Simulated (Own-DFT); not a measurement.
# Point defects and the pressure they add: C11b WSi2

No measurement is shown. These are fixed-geometry runs of a retired plane-wave code named Own-DFT, which no person has reviewed; spin and spin-orbit coupling are neglected.

Common settings: PBE; PseudoDojo norm-conserving scalar-relativistic files; cutoff 50 hartree; 5 x 5 x 5 k mesh centred on Gamma; cold (Marzari-Vanderbilt) smearing of 0.2 eV.

Keep in mind: forces on such cells failed a check on a denser k mesh; stress not checked against mesh or cutoff.

All runs share one cell, with vectors in Å (-2.148, -5.953, 3.409); (-6.444, 2.976, 1.136); (-2.553, -2.948, -6.757) and a volume of 403.2 Å³. u is the rms random offset of the atoms per axis. The defect's site can differ from row to row.

```
              cell  formula   u (Å)  P (GPa)
         no defect  Si20W10  0.0223     4.63
         no defect  Si20W10  0.0470     5.78
         no defect  Si20W10  0.0488     5.91
one Si on a W site   Si21W9  0.0297     6.03
one Si on a W site   Si21W9  0.0470     7.05
one Si on a W site   Si21W9  0.0493     8.00
    one Si vacancy  Si19W10  0.0249     2.89
    one Si vacancy  Si19W10  0.0304     2.90
    one Si vacancy  Si19W10  0.0480     4.75
one W on a Si site  Si19W11  0.0294     9.78
one W on a Si site  Si19W11  0.0446    11.09
one W on a Si site  Si19W11  0.0550    11.54
     one W vacancy   Si20W9  0.0291     3.60
     one W vacancy   Si20W9  0.0321     3.77
     one W vacancy   Si20W9  0.0470     4.50
     one W vacancy   Si20W9  0.0532        ?
```

## Analysis

P = P0 + c u² + a shift for each defect gives P0 = 3.96 GPa, c = 873 ± 101 GPa/Å² and a scatter of 0.30 GPa. The shifts, and each times the cell's volume:

- one W on a Si site: 5.13 ± 0.24 GPa, 12.9 eV
- one Si on a W site: 1.46 ± 0.24 GPa, 3.7 eV
- one W vacancy: -1.19 ± 0.24 GPa, -3.0 eV
- one Si vacancy: -1.57 ± 0.25 GPa, -3.9 eV

Positive is outwards. The product with the volume (160.2 GPa Å³ to the eV) is nearly free of the cell's size; divided by the bulk modulus at the cell's pressure it gives the volume that the defect adds. The atoms around the defects weren't relaxed, which would change these numbers.

## Prediction

Q: what pressure belongs in the blank (one W vacancy, u = 0.0532 Å)?

The fit gives 5.23 ± 0.37 GPa. The hidden result is 5.21 GPa.
